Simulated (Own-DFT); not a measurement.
## Calculated data, SiC (2H silicon carbide, atoms displaced), GaN (wurtzite, strained, atoms displaced)

Computed with Own-DFT development build. A calculation, not a measurement: plane-wave PBE density functional theory by an unreviewed code, no spin, of a simulated periodic cell, stress positive in tension, free energy of the whole cell less one offset for each atom, forces on such cells passed a denser k mesh, this cell's mesh not checked; offsets are fitted by least squares, one for each functional and potential file, so energies compare only between cells with the same atoms and settings and are not formation energies; the far tail of each file's local potential was reset to the Coulomb form; each entry is a single point on an unrelaxed cell, so the pressure reflects the starting lattice, mostly measured values (interpolated for alloys), from which strain is counted, and rises with the displacements; printed positions are rounded, which can move forces by about a meV/angstrom; the program, named Own-DFT, is a retired in-house code; no spin-orbit coupling.

Common to all runs: functional PBE.

```yaml
- entry: 1
  formula: SiC
  kind: "2H silicon carbide, atoms displaced"
  structure:
    cell_angstrom: [[9.2481, 0.0, 0.0], [-4.6241, 8.0091, 0.0], [0.0, 0.0, 10.0681]]
    atoms_fractional:
      - [Si, 0.00569, 0.01181, 0.99518]
      - [Si, 0.10429, 0.22276, 0.23622]
      - [C, 0.98705, 0.99097, 0.1907]
      - [C, 0.09858, 0.21362, 0.4439]
      - [Si, 0.99105, 0.00201, 0.50259]
      - [Si, 0.11232, 0.21568, 0.748]
      - [C, 0.99054, 0.99207, 0.68094]
      - [C, 0.11578, 0.22631, 0.93991]
      - [Si, 0.99874, 0.32098, 0.98938]
      - [Si, 0.10477, 0.55436, 0.24475]
      - [C, 0.005, 0.34518, 0.18638]
      - [C, 0.12791, 0.55981, 0.43471]
      - [Si, 0.99923, 0.34795, 0.5016]
      - [Si, 0.1093, 0.5588, 0.75025]
      - [C, 0.00434, 0.33469, 0.67907]
      - [C, 0.11068, 0.56348, 0.93159]
      - [Si, 0.02104, 0.67215, 0.00253]
      - [Si, 0.10318, 0.89271, 0.24168]
      - [C, 0.98672, 0.65482, 0.18559]
      - [C, 0.11293, 0.89793, 0.44258]
      - [Si, 0.00735, 0.66564, 0.49883]
      - [Si, 0.09692, 0.87232, 0.75888]
      - [C, 0.00324, 0.66598, 0.68802]
      - [C, 0.11601, 0.88351, 0.94316]
      - [Si, 0.33976, 0.99463, 0.00219]
      - [Si, 0.43287, 0.22047, 0.24807]
      - [C, 0.33789, 0.99036, 0.19879]
      - [C, 0.44971, 0.22564, 0.43292]
      - [Si, 0.32915, 0.99226, 0.5001]
      - [Si, 0.43558, 0.22405, 0.75561]
      - [C, 0.32423, 0.99724, 0.69899]
      - [C, 0.44322, 0.21896, 0.94409]
      - [Si, 0.33663, 0.33096, 0.00475]
      - [Si, 0.46549, 0.57234, 0.2447]
      - [C, 0.34758, 0.33498, 0.18042]
      - [C, 0.44127, 0.54319, 0.43238]
      - [Si, 0.32867, 0.31956, 0.50558]
      - [Si, 0.44835, 0.54964, 0.76022]
      - [C, 0.32285, 0.33131, 0.67696]
      - [C, 0.43779, 0.55918, 0.93912]
      - [Si, 0.3314, 0.67451, 0.0033]
      - [Si, 0.44163, 0.87655, 0.25197]
      - [C, 0.31722, 0.656, 0.1871]
      - [C, 0.44711, 0.88933, 0.4358]
      - [Si, 0.33185, 0.64844, 0.51068]
      - [Si, 0.4427, 0.89624, 0.7524]
      - [C, 0.32221, 0.6706, 0.68627]
      - [C, 0.45116, 0.88034, 0.93096]
      - [Si, 0.66336, 0.99694, 0.99647]
      - [Si, 0.7733, 0.21648, 0.25344]
      - [C, 0.66775, 0.99488, 0.19003]
      - [C, 0.79154, 0.23204, 0.43826]
      - [Si, 0.68518, 0.00606, 0.4873]
      - [Si, 0.76906, 0.22918, 0.75222]
      - [C, 0.65847, 0.98677, 0.68746]
      - [C, 0.77639, 0.21326, 0.93847]
      - [Si, 0.66724, 0.33851, 0.99138]
      - [Si, 0.77586, 0.56241, 0.24914]
      - [C, 0.67499, 0.3446, 0.18754]
      - [C, 0.78024, 0.55285, 0.4386]
      - [Si, 0.66055, 0.33928, 0.4971]
      - [Si, 0.78172, 0.55635, 0.75106]
      - [C, 0.66631, 0.33738, 0.68378]
      - [C, 0.78087, 0.55318, 0.92448]
      - [Si, 0.66306, 0.67607, 0.99232]
      - [Si, 0.77675, 0.88403, 0.24873]
      - [C, 0.68232, 0.67117, 0.19157]
      - [C, 0.78298, 0.87248, 0.42858]
      - [Si, 0.66697, 0.66037, 0.50601]
      - [Si, 0.76995, 0.88313, 0.75131]
      - [C, 0.6791, 0.67323, 0.68554]
      - [C, 0.75857, 0.88171, 0.93967]
  settings:
    potential_files: "PseudoDojo norm-conserving, scalar-relativistic, standard set"
    "wave_cutoff [hartree]": 42.0
    occupations: Fermi-Dirac
    "smearing_width [eV]": 0.1
    hardware: "one NVIDIA H100"
    k_mesh: "4 x 4 x 3 centred on Gamma"
  results:
    "free_energy_of_cell_above_offsets [eV]": "-2.481"
    "pressure [GPa]": 6.15
    "stress_xx [GPa]": -4.69
    "stress_yy [GPa]": -5.11
    "stress_zz [GPa]": -8.65
    "stress_yz [GPa]": 0.51
    "stress_xz [GPa]": -0.62
    "stress_xy [GPa]": 0.48
    force_element: [Si, Si, C, C, Si, Si, C, C, Si, Si, C, C, Si, Si, C, C, Si, Si, C, C, Si, Si, C, C, Si, Si, C, C, Si, Si, C, C, Si, Si, C, C, Si, Si, C, C, Si, Si, C, C, Si, Si, C, C, Si, Si, C, C, Si, Si, C, C, Si, Si, C, C, Si, Si, C, C, Si, Si, C, C, Si, Si, C, C]
    "force_x [eV/angstrom]": [-0.295, 1.175, 1.042, 0.507, 1.852, -1.992, 0.399, 1.344, -2.294, -0.038, -0.297, -2.646, 2.631, 0.713, -1.209, 2.432, -4.488, 2.478, 1.336, -0.339, -0.459, 0.555, -0.957, -1.263, -0.041, 4.124, -2.229, -1.197, 0.756, 0.984, -0.177, -0.116, -0.024, -2.205, -3.567, 0.624, -0.959, -1.665, 1.81, 0.972, 0.235, -0.106, 2.883, 1.177, 0.648, 0.578, 2.504, -1.983, -0.352, -0.044, -0.779, -2.35, -1.994, 2.695, -0.164, -0.924, 1.148, 2.371, -0.946, 0.166, 2.097, 0.066, -1.503, -0.64, 2.183, -0.555, -3.364, -1.964, -0.329, -0.042, -1.391, 3.405]
    "force_y [eV/angstrom]": [-3.618, 0.384, 2.919, 2.147, -1.239, 0.114, 0.151, -0.58, 3.373, 0.403, -3.352, -0.146, -1.39, -1.107, -0.037, -2.237, -1.561, -1.562, 2.56, -1.45, 1.041, 2.395, -0.914, 1.898, 0.259, -0.591, 1.096, -1.529, 1.182, -0.659, 0.742, 0.07, 1.091, -2.95, 0.994, 0.686, 0.584, 1.29, 0.627, -1.145, -2.007, 0.582, 1.69, -0.855, 2.784, -1.578, -0.311, 1.602, 0.403, 1.89, -0.175, -0.973, -1.566, -2.032, 2.422, 1.293, -0.101, -2.75, -2.103, 1.136, -1.282, 0.115, -0.331, 1.401, -3.449, 0.492, 0.762, 1.28, -0.191, 1.394, -2.111, 2.631]
    "force_z [eV/angstrom]": [1.256, 2.966, -2.766, -1.698, -1.472, -1.099, 3.696, -1.567, 2.04, 1.947, -1.694, -0.369, -1.215, -0.839, 3.591, 0.802, 0.393, 2.371, 0.088, -1.259, -0.313, -1.723, -0.611, -0.042, 0.586, 0.586, -2.549, 1.078, 0.323, -1.247, -1.15, -1.223, -1.285, 0.965, 1.335, 1.334, -4.486, -3.072, 4.824, 1.165, -0.883, 0.845, -0.633, 0.986, -2.414, -2.181, 1.943, 1.92, 1.491, -1.037, -0.774, -0.362, 1.856, -1.588, -0.848, -0.591, 2.319, 1.269, -0.56, -0.179, -0.102, -2.413, 0.728, 3.413, 1.585, 0.272, -3.053, 1.598, -2.01, -0.35, 1.481, -1.4]
    "wall_time [s]": 354.9
- entry: 2
  formula: GaN
  kind: "wurtzite, strained, atoms displaced"
  structure:
    cell_angstrom: [[12.756, 0.0, 0.0], [-4.7835, 8.2853, 0.0], [0.0, 0.0, 10.4996]]
    atoms_fractional:
      - [Ga, 0.08677, 0.21892, 0.9964]
      - [Ga, 0.16479, 0.11872, 0.25169]
      - ["N", 0.07574, 0.22064, 0.18945]
      - ["N", 0.16818, 0.11027, 0.44975]
      - [Ga, 0.08265, 0.22733, 0.49661]
      - [Ga, 0.16464, 0.11137, 0.74932]
      - ["N", 0.08795, 0.22551, 0.69156]
      - ["N", 0.16901, 0.09861, 0.93774]
      - [Ga, 0.08163, 0.55345, 0.00333]
      - [Ga, 0.16101, 0.4329, 0.2487]
      - ["N", 0.08799, 0.55605, 0.19137]
      - ["N", 0.15904, 0.43647, 0.44396]
      - [Ga, 0.08747, 0.55795, 0.49842]
      - [Ga, 0.16162, 0.44216, 0.7491]
      - ["N", 0.08203, 0.55761, 0.68311]
      - ["N", 0.16096, 0.4389, 0.93869]
      - [Ga, 0.08374, 0.89556, 0.0065]
      - [Ga, 0.16327, 0.7786, 0.25063]
      - ["N", 0.09025, 0.88337, 0.1919]
      - ["N", 0.16155, 0.77441, 0.4388]
      - [Ga, 0.0822, 0.88308, 0.50683]
      - [Ga, 0.1707, 0.7823, 0.74657]
      - ["N", 0.08153, 0.88834, 0.69005]
      - ["N", 0.17396, 0.77307, 0.93561]
      - [Ga, 0.32608, 0.21595, 0.00073]
      - [Ga, 0.41484, 0.1097, 0.25006]
      - ["N", 0.34117, 0.21723, 0.20208]
      - ["N", 0.41271, 0.11081, 0.44271]
      - [Ga, 0.33298, 0.21962, 0.4861]
      - [Ga, 0.41843, 0.11344, 0.76182]
      - ["N", 0.33367, 0.22587, 0.68747]
      - ["N", 0.41606, 0.10922, 0.94215]
      - [Ga, 0.33296, 0.56441, 0.9944]
      - [Ga, 0.42569, 0.45543, 0.25213]
      - ["N", 0.33764, 0.55006, 0.18574]
      - ["N", 0.41421, 0.44819, 0.43992]
      - [Ga, 0.32699, 0.55005, 0.49584]
      - [Ga, 0.41161, 0.43788, 0.75433]
      - ["N", 0.33467, 0.55396, 0.69862]
      - ["N", 0.41567, 0.44044, 0.92926]
      - [Ga, 0.33077, 0.88973, 0.00657]
      - [Ga, 0.41523, 0.77862, 0.24832]
      - ["N", 0.3325, 0.88903, 0.18664]
      - ["N", 0.41625, 0.76953, 0.44066]
      - [Ga, 0.331, 0.87864, 0.49869]
      - [Ga, 0.42366, 0.78748, 0.7479]
      - ["N", 0.33325, 0.88778, 0.69057]
      - ["N", 0.41643, 0.77572, 0.93492]
      - [Ga, 0.57597, 0.21028, 0.00767]
      - [Ga, 0.66864, 0.11882, 0.24813]
      - ["N", 0.58291, 0.23649, 0.18806]
      - ["N", 0.6708, 0.11295, 0.43127]
      - [Ga, 0.577, 0.20329, 0.49794]
      - [Ga, 0.66264, 0.11808, 0.76039]
      - ["N", 0.58721, 0.22274, 0.69175]
      - ["N", 0.66178, 0.10951, 0.94514]
      - [Ga, 0.5764, 0.55293, 0.99916]
      - [Ga, 0.67061, 0.45333, 0.24431]
      - ["N", 0.58928, 0.55738, 0.1881]
      - ["N", 0.66397, 0.44073, 0.44404]
      - [Ga, 0.58191, 0.56128, 0.49517]
      - [Ga, 0.66702, 0.43969, 0.74967]
      - ["N", 0.5886, 0.55456, 0.68254]
      - ["N", 0.66874, 0.44776, 0.94502]
      - [Ga, 0.58203, 0.88417, 0.99476]
      - [Ga, 0.66906, 0.78309, 0.25512]
      - ["N", 0.58441, 0.88656, 0.1917]
      - ["N", 0.66596, 0.78173, 0.43605]
      - [Ga, 0.58416, 0.892, 0.49316]
      - [Ga, 0.66837, 0.76643, 0.74814]
      - ["N", 0.57863, 0.88855, 0.68299]
      - ["N", 0.66696, 0.78394, 0.93236]
      - [Ga, 0.82593, 0.20732, 0.99784]
      - [Ga, 0.91468, 0.11061, 0.25324]
      - ["N", 0.83828, 0.21613, 0.19245]
      - ["N", 0.9189, 0.11392, 0.43293]
      - [Ga, 0.84203, 0.225, 0.49632]
      - [Ga, 0.9237, 0.11415, 0.75114]
      - ["N", 0.83073, 0.22377, 0.68786]
      - ["N", 0.91253, 0.11255, 0.94168]
      - [Ga, 0.83021, 0.54793, 0.00047]
      - [Ga, 0.91866, 0.44869, 0.2477]
      - ["N", 0.83337, 0.5564, 0.18786]
      - ["N", 0.92149, 0.44527, 0.44289]
      - [Ga, 0.83711, 0.55816, 0.50297]
      - [Ga, 0.92433, 0.44683, 0.7519]
      - ["N", 0.84666, 0.56606, 0.6844]
      - ["N", 0.91806, 0.45058, 0.93893]
      - [Ga, 0.82766, 0.88057, 0.9988]
      - [Ga, 0.91871, 0.77757, 0.24269]
      - ["N", 0.83219, 0.89334, 0.18364]
      - ["N", 0.91907, 0.76371, 0.43664]
      - [Ga, 0.83735, 0.89028, 0.50023]
      - [Ga, 0.91412, 0.77215, 0.75219]
      - ["N", 0.83073, 0.88984, 0.69831]
      - ["N", 0.91519, 0.77535, 0.94298]
  settings:
    potential_files: "PseudoDojo norm-conserving, scalar-relativistic, standard set with the stringent files for Ga"
    "wave_cutoff [hartree]": 96.0
    occupations: Gaussian
    "smearing_width [eV]": 0.01
    k_mesh: "3 x 4 x 3 centred on Gamma"
  results:
    "free_energy_of_cell_above_offsets [eV]": "-5.435"
    "pressure [GPa]": 4.52
    "stress_xx [GPa]": -6.53
    "stress_yy [GPa]": -5.96
    "stress_zz [GPa]": -1.06
    "stress_yz [GPa]": 0.17
    "stress_xz [GPa]": -0.44
    "stress_xy [GPa]": 0.59
    force_element: [Ga, Ga, "N", "N", Ga, Ga, "N", "N", Ga, Ga, "N", "N", Ga, Ga, "N", "N", Ga, Ga, "N", "N", Ga, Ga, "N", "N", Ga, Ga, "N", "N", Ga, Ga, "N", "N", Ga, Ga, "N", "N", Ga, Ga, "N", "N", Ga, Ga, "N", "N", Ga, Ga, "N", "N", Ga, Ga, "N", "N", Ga, Ga, "N", "N", Ga, Ga, "N", "N", Ga, Ga, "N", "N", Ga, Ga, "N", "N", Ga, Ga, "N", "N", Ga, Ga, "N", "N", Ga, Ga, "N", "N", Ga, Ga, "N", "N", Ga, Ga, "N", "N", Ga, Ga, "N", "N", Ga, Ga, "N", "N"]
    "force_x [eV/angstrom]": [-1.176, 1.219, 1.638, -1.527, 0.944, 1.357, -0.839, -1.647, 0.116, 0.673, -0.464, 0.894, -1.062, 0.801, 1.165, 0.628, 0.719, 2.327, -2.967, 1.193, -0.331, -0.373, 0.077, -1.747, 1.714, 2.1, -3.807, 1.453, -0.181, -0.571, 0.428, -0.523, 0.343, 0.133, -1.495, 0.449, 0.481, 0.748, -1.023, -0.635, 0.761, 0.521, 0.164, -0.804, -0.468, -0.877, 0.214, -0.252, -0.007, 0.002, 0.942, -0.059, 0.052, 1.971, -1.423, 0.152, 0.969, 0.298, -1.321, 0.222, 0.912, 0.429, -0.747, -0.914, -0.43, 0.241, -0.795, 1.004, 0.031, -1.828, 1.807, 0.154, -0.007, 0.392, -2.22, 0.619, -1.722, -1.714, 0.811, 2.0, 0.107, 0.247, 0.788, -0.438, -0.548, -1.237, -1.026, 0.378, 0.236, -0.403, 0.893, -1.217, 0.025, 0.126, 1.398, 0.355]
    "force_y [eV/angstrom]": [-0.092, -0.824, -0.694, -0.406, -1.887, -0.21, -0.474, 1.572, 0.263, 1.781, -0.02, 1.459, -0.24, 1.296, 0.288, 0.162, -2.764, -1.106, 2.114, 0.449, 0.51, -0.621, 0.196, 0.225, 1.26, -0.795, 1.825, -1.627, 1.233, 0.024, -1.191, -0.041, -1.691, -1.127, 0.367, -0.374, -0.005, 0.743, 0.415, -0.209, -0.532, -0.518, -0.176, 0.649, 0.873, -1.694, 0.815, 1.306, 1.93, -0.333, -1.873, -0.144, 2.199, -1.327, -0.316, -0.279, 0.383, -0.59, 1.081, 0.018, -0.987, 1.179, -0.611, -1.098, -0.009, -0.373, 0.671, 0.148, 0.093, 0.937, 0.952, -1.38, 2.103, -1.001, 1.506, -1.034, 0.115, -0.12, -0.264, -0.868, 0.857, -0.725, 0.012, 0.001, -2.018, -0.326, -1.767, -1.411, 0.848, 0.275, -0.636, 2.65, -0.628, 1.03, 0.371, 0.256]
    "force_z [eV/angstrom]": [0.321, 0.816, -0.811, -1.681, 1.389, -0.589, -0.783, -0.237, -0.218, 0.38, -0.23, -1.659, 0.379, 0.272, 0.448, 0.034, -0.484, 0.998, -0.934, -0.301, -0.408, 0.81, 0.387, 0.336, 0.891, 1.206, -2.049, -1.032, 2.329, -2.088, -0.094, 0.515, 0.282, 0.093, -0.156, -0.685, 1.783, -2.104, -1.419, 2.733, -1.175, 0.159, 1.001, -1.006, 0.597, 0.142, -0.674, 0.41, -0.316, -0.376, 0.426, 0.574, 0.58, -1.238, -0.56, -0.318, -0.052, 2.033, -0.424, -0.906, 0.763, 0.066, 0.498, -1.052, 1.113, -0.993, -0.855, 0.534, 1.144, -0.186, 0.141, 0.442, 1.043, -0.649, -1.148, 1.134, 1.041, 0.296, 0.267, -0.772, 0.069, 0.817, -0.286, -1.238, -0.189, -0.214, 0.966, 0.085, -0.117, 0.877, 0.768, -0.778, 0.358, 0.577, -1.683, -0.152]
```
